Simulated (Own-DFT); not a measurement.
Simulation results for SiC (2H silicon carbide, atoms displaced), SiC (4H silicon carbide, atoms displaced)

Computed with Own-DFT development build. A calculation, not a measurement: plane-wave PBE density functional theory by an unreviewed code, no spin, of a simulated periodic cell, stress positive in tension, free energy of the whole cell less one offset for each atom, forces on such cells passed a denser k mesh, this cell's mesh not checked; offsets are fitted by least squares, one for each functional and potential file, so energies compare only between cells with the same atoms and settings and are not formation energies; the far tail of each file's local potential was reset to the Coulomb form; each entry is a single point on an unrelaxed cell, so the pressure reflects the starting lattice, mostly measured values (interpolated for alloys), from which strain is counted, and rises with the displacements; printed positions are rounded, which can move forces by about a meV/angstrom; the program, named Own-DFT, is a retired in-house code; no spin-orbit coupling.

Settings shared by all entries: functional PBE; potential files PseudoDojo norm-conserving, scalar-relativistic, standard set; wave cutoff 42 hartree; occupations Fermi-Dirac; smearing width 0.1 eV; hardware one NVIDIA H100.

(1) SiC (2H silicon carbide, atoms displaced)

```
cell vectors (Å)
   6.1654     0.0000     0.0000
  -3.0827     5.3394     0.0000
   0.0000     0.0000    10.0681
atoms (fractions of the cell vectors)
Si  0.00069  0.99957  0.00156
Si  0.17030  0.33049  0.24989
C   0.98799  0.99191  0.18521
C   0.16749  0.33034  0.43877
Si  0.99860  0.99998  0.50205
Si  0.16848  0.32837  0.74968
C   0.00171  0.00371  0.69136
C   0.17576  0.34146  0.93754
Si  0.00109  0.50144  0.99855
Si  0.17150  0.84088  0.25293
C   0.00164  0.50277  0.18716
C   0.17020  0.83893  0.43760
Si  0.00135  0.49461  0.49837
Si  0.16930  0.82487  0.74653
C   0.99182  0.50167  0.69093
C   0.16574  0.83506  0.93411
Si  0.48989  0.99635  0.99248
Si  0.66994  0.34086  0.24544
C   0.50237  0.99573  0.18723
C   0.66693  0.32957  0.43234
Si  0.49976  0.99910  0.49969
Si  0.67476  0.32927  0.74442
C   0.49668  0.99650  0.69044
C   0.67645  0.34489  0.93467
Si  0.49112  0.49303  0.99395
Si  0.66430  0.82564  0.24947
C   0.49784  0.50620  0.18628
C   0.65899  0.82691  0.43174
Si  0.49936  0.50558  0.50177
Si  0.67263  0.83408  0.74809
C   0.50459  0.49298  0.69011
C   0.67107  0.83405  0.93584
```

- k mesh: 5 x 5 x 3 centred on Gamma
- free energy of cell above offsets: -4.586 eV
- pressure: 3.77 GPa
- stress xx: -3.77 GPa
- stress yy: -2.72 GPa
- stress zz: -4.82 GPa
- stress yz: -0.35 GPa
- stress xz: 0.26 GPa
- stress xy: -2.13 GPa
- wall time: 118 s

Force:
```csv
element,x (eV/Å),y (eV/Å),z (eV/Å)
Si,-0.359,0.097,-0.87
Si,-1.117,0.034,-0.353
C,1.383,0.91,0.898
C,-0.026,0.065,-0.009
Si,-0.068,-0.337,-0.394
Si,-0.253,1.013,0.289
C,0.527,-0.771,-1.08
C,-1.463,-1.525,-0.396
Si,0.2,0.335,0.41
Si,0.096,-0.659,-1.177
C,0.402,0.182,0.18
C,-0.319,-0.764,0.784
Si,-0.866,0.619,-0.175
Si,-1.336,1.141,0.866
C,2.576,-0.594,-1.673
C,-0.228,-0.338,0.032
Si,1.721,0.833,1.208
Si,0.13,-1.046,-0.088
C,-0.785,0.819,-0.55
C,-0.285,0.634,1.168
Si,0.047,0.284,-0.439
Si,-1.722,-0.157,1.612
C,1.029,-0.183,-1.159
C,-0.535,-1.57,-0.087
Si,1.749,1.804,0.989
Si,-0.837,0.946,-0.751
C,0.585,-1.455,-0.582
C,0.59,0.764,1.804
Si,1.019,-1.175,-0.424
Si,-0.363,-0.638,0.774
C,-0.782,0.747,-0.77
C,-0.711,-0.016,-0.035
```

(2) SiC (2H silicon carbide, atoms displaced)

```
cell vectors (Å)
   9.2481     0.0000     0.0000
  -4.6241     8.0091     0.0000
   0.0000     0.0000    10.0681
atoms (fractions of the cell vectors)
Si  0.00645  0.00467  0.00432
Si  0.10945  0.21886  0.23959
C   0.98870  0.98693  0.18945
C   0.11235  0.22166  0.41920
Si  0.00177  0.00099  0.49904
Si  0.10491  0.22297  0.74416
C   0.99969  0.00065  0.69157
C   0.11374  0.22472  0.92753
Si  0.99769  0.33315  0.99379
Si  0.10985  0.55619  0.25542
C   0.00953  0.32990  0.18178
C   0.10201  0.55414  0.44278
Si  0.00858  0.32489  0.49480
Si  0.11414  0.55281  0.75044
C   0.00130  0.32753  0.68957
C   0.12207  0.54587  0.95055
Si  0.00490  0.67258  0.00438
Si  0.09770  0.88291  0.25054
C   0.00156  0.66765  0.17968
C   0.10315  0.87864  0.43809
Si  0.99742  0.66589  0.49624
Si  0.12148  0.89185  0.74489
C   0.98462  0.65446  0.67962
C   0.10978  0.89325  0.93039
Si  0.32518  0.99617  0.99754
Si  0.45108  0.22144  0.26517
C   0.32381  0.99336  0.18373
C   0.44048  0.21637  0.43469
Si  0.34071  0.00619  0.49704
Si  0.43997  0.20975  0.75040
C   0.32259  0.99846  0.68334
C   0.44597  0.21949  0.94783
Si  0.32751  0.33446  0.00312
Si  0.44249  0.55493  0.24937
C   0.33687  0.31845  0.18885
C   0.44395  0.55542  0.43164
Si  0.32821  0.34005  0.49569
Si  0.45227  0.56239  0.74725
C   0.33107  0.33787  0.70031
C   0.44928  0.55136  0.94630
Si  0.33796  0.67699  0.99596
Si  0.44743  0.88539  0.24591
C   0.32873  0.64997  0.18445
C   0.43477  0.87841  0.43648
Si  0.33432  0.66719  0.49898
Si  0.42801  0.87056  0.74808
C   0.33730  0.65633  0.68226
C   0.44487  0.88690  0.95125
Si  0.66815  0.00829  0.00659
Si  0.77804  0.21471  0.25584
C   0.66398  0.99369  0.18264
C   0.77674  0.23090  0.43234
Si  0.65848  0.99326  0.51063
Si  0.78860  0.21570  0.75987
C   0.66589  0.01065  0.68610
C   0.77843  0.22341  0.94723
Si  0.67402  0.33602  0.99536
Si  0.77471  0.55772  0.24780
C   0.66059  0.33355  0.18646
C   0.77870  0.55940  0.42718
Si  0.66436  0.33627  0.49904
Si  0.77666  0.55308  0.74997
C   0.65911  0.32972  0.68578
C   0.76494  0.55301  0.93555
Si  0.66562  0.65472  0.00712
Si  0.78576  0.89647  0.25715
C   0.68254  0.67278  0.18363
C   0.78717  0.88271  0.43739
Si  0.67734  0.67944  0.49553
Si  0.77444  0.88414  0.74468
C   0.67795  0.67447  0.68383
C   0.77755  0.89071  0.93479
```

- k mesh: 4 x 4 x 3 centred on Gamma
- free energy of cell above offsets: -3.395 eV
- pressure: 5.96 GPa
- stress xx: -3.63 GPa
- stress yy: -5.14 GPa
- stress zz: -9.12 GPa
- stress yz: 1.1 GPa
- stress xz: 0.43 GPa
- stress xy: -0.12 GPa
- wall time: 351.5 s

Force:
```csv
element,x (eV/Å),y (eV/Å),z (eV/Å)
Si,-1.81,-0.608,-2.066
Si,1.723,-0.301,-0.44
C,1.141,2.673,-0.828
C,0.291,-0.667,3.097
Si,1.028,0.074,0.573
Si,2.719,-0.961,1.375
C,0.263,0.053,-1.744
C,-0.748,-0.553,2.31
Si,2.055,-1.277,1.909
Si,0.492,-0.669,-1.512
C,-2.627,0.383,0.662
C,2.244,-0.563,-0.544
Si,-3.182,1.04,0.331
Si,-0.891,-0.426,0.144
C,-1.15,1.156,-1.295
C,-3.117,2.724,-3.452
Si,-0.22,-0.998,-2.667
Si,2.488,0.167,-0.003
C,-0.25,-0.734,2.81
C,0.698,2.291,-0.174
Si,-0.819,-0.993,0.373
Si,-4.375,-2.164,0.515
C,2.791,1.62,1.725
C,0.844,-1.074,0.744
Si,0.794,0.959,1.084
Si,-0.708,-1.188,-5.926
C,0.706,0.022,1.822
C,-0.29,1.677,3.627
Si,-1.439,-2.394,-0.283
Si,-0.772,2.483,1.475
C,3.425,-0.367,-0.597
C,-0.332,-0.138,-2.297
Si,1.739,-0.852,-0.472
Si,1.776,-1.193,-1.375
C,-1.68,1.597,0.364
C,0.298,1.1,1.33
Si,1.433,-1.096,1.024
Si,1.653,-1.487,1.92
C,0.862,-0.844,-2.89
C,-1.398,1.485,-1.703
Si,2.247,-3.49,2.26
Si,-1.828,-1.059,-0.266
C,-0.978,2.475,0.626
C,1.141,1.972,0.194
Si,-0.646,-1.48,-1.042
Si,1.023,2.885,0.915
C,-1.964,1.082,0.651
C,-0.907,1.824,-3.238
Si,1.502,-2.215,-1.958
Si,-0.597,1.426,-2.753
C,0.539,0.772,3.015
C,1.36,-1.943,2.452
Si,0.474,1.286,-3.349
Si,-2.824,1.394,-1.239
C,0.17,-2.912,1.845
C,0.402,0.107,-1.929
Si,-2.558,-0.347,1.727
Si,1.587,-1.169,-0.967
C,2.111,-0.072,0.432
C,-0.387,-0.467,2.201
Si,0.447,0.392,-0.095
Si,-1.04,-0.603,-0.066
C,1.249,-0.065,0.684
C,3.832,-0.123,-0.403
Si,-1.769,2.988,-1.542
Si,-1.728,-2.181,-1.976
C,-2.741,0.149,2.127
C,-2.56,3.204,0.203
Si,-0.137,-3.891,0.576
Si,0.178,1.855,1.848
C,-1.18,-1.582,-0.578
C,-0.072,-0.172,0.703
```

(3) SiC (2H silicon carbide, atoms displaced)

```
cell vectors (Å)
   9.2481     0.0000     0.0000
  -4.6241     8.0091     0.0000
   0.0000     0.0000    10.0681
atoms (fractions of the cell vectors)
Si  0.99564  0.00293  0.00531
Si  0.11245  0.21964  0.25299
C   0.99670  0.00151  0.19095
C   0.11088  0.22338  0.42918
Si  0.00375  0.99866  0.50637
Si  0.10718  0.21808  0.74533
C   0.99820  0.99974  0.68174
C   0.10947  0.21766  0.93202
Si  0.99688  0.33497  0.99543
Si  0.11511  0.56125  0.25070
C   0.99972  0.33375  0.19127
C   0.12241  0.55253  0.44766
Si  0.01255  0.34858  0.50188
Si  0.12056  0.56286  0.74246
C   0.98737  0.34003  0.68929
C   0.12282  0.56201  0.93156
Si  0.00679  0.66648  0.00278
Si  0.12120  0.90176  0.25518
C   0.01200  0.67281  0.19732
C   0.12132  0.89362  0.43466
Si  0.99749  0.66758  0.50148
Si  0.12084  0.88791  0.74140
C   0.00622  0.68501  0.69011
C   0.11096  0.89720  0.93302
Si  0.33056  0.00185  0.99314
Si  0.44252  0.21602  0.25234
C   0.34265  0.01026  0.19137
C   0.44511  0.22979  0.44565
Si  0.33852  0.99378  0.50366
Si  0.44850  0.21389  0.75197
C   0.33835  0.99948  0.69598
C   0.44113  0.21110  0.93430
Si  0.33445  0.33166  0.99919
Si  0.44648  0.55720  0.24979
C   0.32130  0.33006  0.19084
C   0.44917  0.56412  0.43987
Si  0.34368  0.34392  0.49975
Si  0.44167  0.54849  0.74343
C   0.33109  0.34318  0.68666
C   0.44147  0.54618  0.94540
Si  0.33501  0.66290  0.00455
Si  0.45108  0.88258  0.25517
C   0.33572  0.66449  0.18914
C   0.44597  0.89469  0.44593
Si  0.33430  0.66859  0.50135
Si  0.46388  0.90477  0.75172
C   0.34123  0.66235  0.69506
C   0.45035  0.89057  0.92518
Si  0.66073  0.99176  0.99476
Si  0.78650  0.23184  0.24371
C   0.66279  0.99081  0.17822
C   0.78349  0.22709  0.44247
Si  0.67703  0.00421  0.50660
Si  0.76330  0.21176  0.75698
C   0.65085  0.98398  0.69176
C   0.78671  0.22598  0.92756
Si  0.66456  0.32823  0.00222
Si  0.77604  0.55541  0.25335
C   0.67072  0.34241  0.18142
C   0.77298  0.54423  0.44250
Si  0.67067  0.32046  0.51120
Si  0.78541  0.56267  0.74606
C   0.67577  0.33182  0.68334
C   0.78113  0.55114  0.93676
Si  0.66921  0.66448  0.99540
Si  0.77433  0.90252  0.24994
C   0.66737  0.66680  0.18704
C   0.78081  0.89125  0.43768
Si  0.66897  0.66994  0.50840
Si  0.77014  0.88734  0.75507
C   0.66663  0.67013  0.68785
C   0.77356  0.88714  0.93683
```

- k mesh: 4 x 4 x 3 centred on Gamma
- free energy of cell above offsets: -4.799 eV
- pressure: 5.89 GPa
- stress xx: -4.55 GPa
- stress yy: -4.71 GPa
- stress zz: -8.4 GPa
- stress yz: -0.25 GPa
- stress xz: 0.65 GPa
- stress xy: -1.05 GPa
- wall time: 348.7 s

Force:
```csv
element,x (eV/Å),y (eV/Å),z (eV/Å)
Si,0.829,-0.31,-1.205
Si,-1.494,0.245,-1.07
C,0.374,-0.197,-0.16
C,0.577,0.252,3.56
Si,-0.313,1.083,-3.172
Si,-0.763,1.34,0.132
C,0.058,-0.341,2.236
C,-0.437,0.691,0.975
Si,2.032,0.596,0.159
Si,0.814,-1.211,1.001
C,0.801,0.833,-1.427
C,-2.532,2.919,-2.342
Si,-0.297,-4.243,0.594
Si,-0.883,-0.402,1.293
C,1.946,-1.226,-0.234
C,-1.169,-0.619,1.116
Si,-0.351,0.751,-0.44
Si,-0.248,-1.07,-1.513
C,-1.699,0.366,-1.112
C,-0.806,-0.754,2.114
Si,0.824,0.009,-0.678
Si,-2.33,2.883,2.739
C,1.066,-3.869,-1.677
C,0.16,-1.37,0.771
Si,0.824,-1.655,1.404
Si,-0.309,3.051,0.777
C,0.437,-2.804,-1.35
C,2.028,-1.729,-0.737
Si,-2.265,2.615,0.309
Si,-1.428,2.557,-1.01
C,0.662,-0.173,-2.194
C,0.212,2.587,0.647
Si,-0.575,-1.333,0.45
Si,0.619,-0.772,0.265
C,2.769,0.554,-0.801
C,0.405,-0.045,-0.474
Si,-1.705,-0.878,-0.188
Si,0.542,1.629,2.761
C,1.426,-3.489,-0.416
C,0.553,1.475,-1.753
Si,0.373,0.673,-1.645
Si,-1.827,1.26,-0.422
C,-0.522,0.592,0.337
C,2.622,-1.117,-1.417
Si,1.614,0.616,1.472
Si,-5.697,-5.673,0.277
C,-1.611,2.131,-1.868
C,-1.148,-0.548,3.971
Si,0.203,1.369,0.015
Si,-1.613,-1.497,1.34
C,-1.421,2.485,0.999
C,1.064,-0.953,-1.355
Si,-0.703,-0.181,-1.014
Si,2.025,1.291,-3.127
C,5.613,4.57,-2.28
C,-1.74,-1.409,4.021
Si,0.186,0.44,-1.821
Si,0.487,0.986,-0.043
C,0.086,-1.485,1.709
C,-0.005,1.106,0.282
Si,-2.118,1.566,-3.448
Si,-0.223,-0.811,0.906
C,-1.942,0.234,3.391
C,-0.174,0.364,-0.173
Si,-0.201,-0.602,1.043
Si,2.881,-2.839,0.457
C,0.119,0.777,0.186
C,0.048,-0.078,0.578
Si,0.251,-0.36,-2.483
Si,1.749,-0.026,-0.912
C,0.539,-0.665,1.244
C,0.73,-0.163,0.428
```

(4) SiC (4H silicon carbide, atoms displaced)

```
cell vectors (Å)
   6.1654     0.0000     0.0000
  -3.0827     5.3394     0.0000
   0.0000     0.0000    10.0681
atoms (fractions of the cell vectors)
Si  0.97511  0.00951  0.41094
Si  0.17608  0.34378  0.15332
C   0.97143  0.00309  0.09824
C   0.17059  0.35201  0.34507
Si  0.02282  0.48691  0.40061
Si  0.12986  0.82668  0.15902
C   0.97555  0.48653  0.10374
C   0.15597  0.84959  0.33111
Si  0.49431  0.01657  0.42621
Si  0.67474  0.35463  0.14970
C   0.51998  0.01015  0.09595
C   0.65793  0.29016  0.34985
Si  0.51925  0.52038  0.39736
Si  0.63612  0.81444  0.14925
C   0.50369  0.49822  0.08678
C   0.69403  0.85538  0.31721
Si  0.99212  0.97820  0.91186
Si  0.83712  0.65215  0.63411
C   0.98016  0.98380  0.59229
C   0.81629  0.63530  0.84227
Si  0.01125  0.51090  0.90312
Si  0.84684  0.17867  0.63756
C   0.02214  0.49612  0.60498
C   0.83658  0.17066  0.85000
Si  0.49294  0.01339  0.90501
Si  0.33332  0.68156  0.65769
C   0.53837  0.00742  0.60373
C   0.33947  0.66594  0.83372
Si  0.45853  0.47582  0.91070
Si  0.32424  0.16800  0.65517
C   0.48072  0.47011  0.59867
C   0.33286  0.15704  0.84370
```

* k mesh: 5 x 5 x 3 centred on Gamma
* free energy of cell above offsets: 5.719 eV
* pressure: 10.18 GPa
* stress xx: -11.28 GPa
* stress yy: -9.55 GPa
* stress zz: -9.72 GPa
* stress yz: 1.05 GPa
* stress xz: -1.03 GPa
* stress xy: 0.43 GPa
* wall time: 125.6 s

Force:
```csv
element,x (eV/Å),y (eV/Å),z (eV/Å)
Si,3.846,-0.051,-2.794
Si,-2.219,-1.781,0.988
C,2.654,-0.202,-1.19
C,6.534,-3.019,-2.471
Si,-7.72,4.629,1.951
Si,2.18,1.319,-2.247
C,4.671,3.791,-2.673
C,0.928,-0.869,6.056
Si,-0.638,-5.284,-3.058
Si,-1.109,-5.671,2.84
C,-4.645,-0.235,-1.814
C,-0.269,8.01,-2.323
Si,0.239,-1.634,0.949
Si,1.009,2.713,-1.692
C,-2.19,-0.449,1.32
C,-2.529,-2.582,6.209
Si,-1.875,0.304,-1.46
Si,-1.93,-1.13,4.175
C,1.762,0.825,-0.682
C,-0.943,1.972,-0.346
Si,-0.959,-2.066,0.315
Si,2.376,-0.632,6.455
C,-1.97,1.982,-4.539
C,0.761,-0.501,-1.433
Si,4.405,-1.648,1.259
Si,3.801,-1.081,0.011
C,-6.117,-1.886,-1.579
C,-1.241,0.982,3.314
Si,3.305,1.717,-3.285
Si,0.835,-2.789,1.351
C,0.421,5.162,-2.903
C,-3.373,0.104,-0.703
```
